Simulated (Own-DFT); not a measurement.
# A change of arrangement and its cost: C36Si36, 72 atoms

Source: density functional calculations with Own-DFT, an unreviewed in-house program that is no longer used. Nothing was measured or relaxed, and spin and spin-orbit coupling are left out.

Settings: PBE; PseudoDojo norm-conserving scalar-relativistic files; cutoff 42 hartree; 4 x 4 x 3 k mesh centred on Gamma; Fermi-Dirac smearing of 0.1 eV.

Keep in mind: forces on such cells passed a denser k mesh, each cell not checked; stress not checked against mesh or cutoff.

All cells hold the same atoms in the same cell, with vectors in Å (9.248, 0.000, 0.000); (-4.624, 8.009, 0.000); (0.000, 0.000, 10.068). u is the rms random offset of the atoms per axis. E is the free energy of the whole cell, counted from the lowest run. The arrangements:

- A: 2H SiC
- B: 4H SiC

| arrangement | u (Å) | E (eV) | P (GPa) |
|---|---|---|---|
| A | 0.0295 | 0.714 | 3.95 |
| A | 0.0296 | 0.414 | 3.82 |
| A | 0.0308 | 0.901 | 4.02 |
| A | 0.0551 | 6.494 | 5.88 |
| A | 0.0562 | 6.546 | 5.83 |
| A | 0.0570 | 7.369 | 6.23 |
| B | 0.0290 | 0.277 | 3.71 |
| B | 0.0298 | 0.000 | 3.64 |
| B | 0.0312 | 0.525 | 3.80 |
| B | 0.0602 | 7.552 | 6.09 |
| B | 0.0609 | 7.591 | 6.11 |
| B | 0.0615 | 8.532 | 6.35 |

Asked: which arrangement lies lowest after the energy of the random moves is removed?

## Solution

Fit E = a + b u², with one b for all and one a for each arrangement, and with residuals divided by u², since the noise grows with the moves. Then b = 2722 eV/Å², the scatter at u = 0.04 Å is 0.26 eV, and against A:

- B: -0.41 ± 0.11 eV (lower)

The cells share one lattice and weren't relaxed, which can shift such small differences either way.
